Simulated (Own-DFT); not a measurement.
# Point defects and the pressure they add: monoclinic HfO2

Source: density functional calculations with Own-DFT, an unreviewed in-house program that is no longer used. Nothing was measured or relaxed, and spin and spin-orbit coupling are left out.

Settings: PBE; PseudoDojo norm-conserving scalar-relativistic files; cutoff 72 hartree; 2 x 2 x 2 k mesh centred on Gamma; Fermi-Dirac smearing of 0.1 eV.

Known weak points (not all hold for every row): not probed for a lower state with spin; hafnium file: forces about 75 meV/angstrom off all-electron values; oxygen file: force components 24 meV/angstrom off all-electron in a glass; forces on such cells passed a denser k mesh, each cell not checked; stress not checked against mesh or cutoff.

All runs share one cell, with vectors in Å (10.234, 0.000, 0.000); (0.000, 10.350, 0.000); (-1.696, 0.000, 10.445) and a volume of 1106.4 Å³. Atoms were moved at random from their sites; u is the rms move along one axis. The defect's site can differ from row to row.

| cell | formula | u (Å) | P (GPa) |
|---|---|---|---|
| no defect | Hf32O64 | 0.0197 | 3.87 |
| no defect | Hf32O64 | 0.0501 | 5.87 |
| no defect | Hf32O64 | 0.0506 | 5.62 |
| one Si on a Hf site | Hf31O64Si | 0.0295 | 2.68 |
| one Si on a Hf site | Hf31O64Si | 0.0296 | 2.95 |
| one Si on a Hf site | Hf31O64Si | 0.0492 | 4.04 |
| one O vacancy | Hf32O63 | 0.0290 | 3.90 |
| one O vacancy | Hf32O63 | 0.0315 | 4.04 |
| one O vacancy | Hf32O63 | 0.0525 | 5.47 |
| two O vacancies | Hf32O62 | 0.0292 | ? |
| two O vacancies | Hf32O62 | 0.0302 | 3.59 |
| two O vacancies | Hf32O62 | 0.0510 | 5.10 |
| two O vacancies | Hf32O62 | 0.0519 | 6.07 |
| two Al on a Hf site each and one O vacancy | Al2Hf30O63 | 0.0286 | 2.07 |
| two Al on a Hf site each and one O vacancy | Al2Hf30O63 | 0.0292 | 1.90 |
| two Al on a Hf site each and one O vacancy | Al2Hf30O63 | 0.0528 | 3.62 |

## Analysis

P = P0 + c u² + a shift for each defect gives P0 = 3.49 GPa, c = 894 ± 80 GPa/Å² and a scatter of 0.27 GPa. The shifts, and each times the cell's volume:

- one O vacancy: -0.39 ± 0.22 GPa, -2.7 eV (not resolved)
- two O vacancies: -0.42 ± 0.22 GPa, -2.9 eV (-1.5 eV for each of its 2 sites) (not resolved)
- one Si on a Hf site: -1.51 ± 0.22 GPa, -10.4 eV
- two Al on a Hf site each and one O vacancy: -2.29 ± 0.22 GPa, -15.8 eV

A positive shift means that the defect pushes the cell outwards. Shift times volume (160.2 GPa Å³ is 1 eV) depends little on the cell's size, so, taken for each site, it can be compared between cells at like pressure. The atoms around the defects weren't relaxed, which would change these numbers.

## The run left out

Q: what pressure belongs in the blank (two O vacancies, u = 0.0292 Å)?

The fitted form gives 3.84 ± 0.33 GPa. The run itself gave 3.47 GPa.
